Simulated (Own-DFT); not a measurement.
# Reading a pressure off an energy slope: corundum Al2O3, 78 atoms (Al32O46), with two O vacancies

Calculated, not measured. Each geometry was run twice at fixed positions with Own-DFT, a retired in-house plane-wave program that no person has reviewed: with PBE, and with HSE06 (exact exchange share 0.25 at short range, screening 0.11 per bohr, Gygi-Baldereschi treatment of its divergence). Both used PseudoDojo norm-conserving files made for PBE, a cutoff of 48 hartree, the Gamma point alone, fixed occupations, a neutral cell and no spin. One k point on a cell 7.9 Å thick isn't converged, and results move with the size of the cell. The oxygen file's force components were 24 meV/Å off all-electron values in a glass.

Unstrained cell vectors in Å: (5.494, 0.000, 8.660); (-2.747, 4.758, 8.660); (-2.747, -4.758, 8.660), volume V0 = 679.1 Å³, from measured lattice constants. Each geometry has its own random strain of a few per cent, its own defect sites and random moves of rms u per axis. HSE06 gave the energy alone. D is its energy less that of PBE, over the lowest D shown. The PBE stress wasn't checked against mesh or cutoff.

| run | V - V0 (Å³) | u (Å) | P with PBE (GPa) | D (eV) |
|---|---|---|---|---|
| 1 | 0.7 | 0.0292 | 7.52 | 0.758 |
| 2 | 14.9 | 0.0504 | 3.91 | 1.412 |
| 3 | -18.1 | 0.0296 | 14.49 | 0.000 |
| 4 | 1.3 | 0.0533 | 8.76 | 0.973 |
| 5 | -14.3 | 0.0289 | 12.74 | 0.128 |
| 6 | 10.7 | 0.0310 | 3.27 | 1.193 |
| 7 | 16.1 | 0.0480 | 2.62 | 1.425 |
| 8 | 7.6 | 0.0330 | 4.41 | 1.007 |
| 9 | -16.3 | 0.0485 | 15.55 | 0.206 |
| 10 | -11.2 | 0.0532 | 13.94 | 0.391 |
| 11 | 16.5 | 0.0504 | 3.99 | 1.540 |
| 12 | 8.2 | 0.0316 | 4.24 | 1.078 |
| 13 | 11.0 | 0.0494 | 5.52 | ? |

## Working it out

D = 0.66 + 0.0399 (V - V0) + 76 u² eV, with an error of 0.0008 on the volume slope, 13 on the last term and a scatter of 0.04 eV. Pressure is -dE/dV, and 1 eV/Å³ is 160.2 GPa, so HSE06 changes the pressure by -6.4 ± 0.1 GPa. With the ions held to the strained lattice, the PBE pressure falls by 259 ± 7 GPa per unit of volume strain; the shape of the strain isn't fitted, so the true error is larger, and a relaxed crystal would be softer. On that slope HSE06's volume at a given pressure is about 2.5 % smaller, or 0.8 % in lengths. At u = 0 and V0 the PBE pressure is 6.3 GPa, which puts the zero-pressure volume, against the measured cell and with the defects in, at +2.4 % for PBE and -0.0 % for HSE06, each good to a few tenths of a per cent.

## Prediction

Q: what D should run 13 give?

The fit gives 1.28 eV, with rows scattering by 0.04. DFT gave 1.337 eV.
